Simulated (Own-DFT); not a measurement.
# Which defects push the lattice out? C11b WSi2

Calculated, not measured: single-point runs of Own-DFT, a retired in-house plane-wave DFT program that no person has reviewed, on unrelaxed cells, without spin or spin-orbit coupling.

Settings: PBE; PseudoDojo norm-conserving scalar-relativistic files; cutoff 50 hartree; 5 x 5 x 5 k mesh centred on Gamma; cold (Marzari-Vanderbilt) smearing of 0.2 eV.

Limits: forces on such cells failed a check on a denser k mesh; stress not checked against mesh or cutoff.

All runs share one cell, with vectors in Å (-2.148, -5.953, 3.409); (-6.444, 2.976, 1.136); (-2.553, -2.948, -6.757) and a volume of 403.2 Å³. The atoms are randomly displaced, by u rms on each axis. The defect's site can differ from row to row.

```
cell,formula,u (Å),P (GPa)
no defect,Si20W10,0.0201,4.38
no defect,Si20W10,0.0476,5.89
no defect,Si20W10,0.0515,6.31
one Si vacancy,Si19W10,0.0292,2.95
one Si vacancy,Si19W10,0.0474,4.45
one Si vacancy,Si19W10,0.0566,4.65
one W vacancy,Si20W9,0.0282,3.43
one W vacancy,Si20W9,0.0325,3.47
one W vacancy,Si20W9,0.0475,4.62
one Si on a W site,Si21W9,0.0274,?
one Si on a W site,Si21W9,0.0305,6.54
one Si on a W site,Si21W9,0.0490,7.65
one Si on a W site,Si21W9,0.0509,7.80
one W on a Si site,Si19W11,0.0270,9.99
one W on a Si site,Si19W11,0.0306,10.11
one W on a Si site,Si19W11,0.0482,10.62
```

## Worked fit

P = P0 + c u² + a shift for each defect gives P0 = 4.22 GPa, c = 735 ± 68 GPa/Å² and a scatter of 0.22 GPa. The shifts, and each times the cell's volume:

- one W on a Si site: 5.04 ± 0.18 GPa, 12.7 eV
- one Si on a W site: 1.66 ± 0.18 GPa, 4.2 eV
- one W vacancy: -1.39 ± 0.18 GPa, -3.5 eV
- one Si vacancy: -1.75 ± 0.18 GPa, -4.4 eV

Against the defect-free cell, a freed cell would be larger where the shift is positive and smaller where it is negative (160.2 GPa Å³ is 1 eV). The atoms around the defects weren't relaxed, which would change these numbers.

## Check

Q: what pressure belongs in the blank (one Si on a W site, u = 0.0274 Å)?

The fitted form gives 6.43 ± 0.26 GPa. Computed: 6.20 GPa.
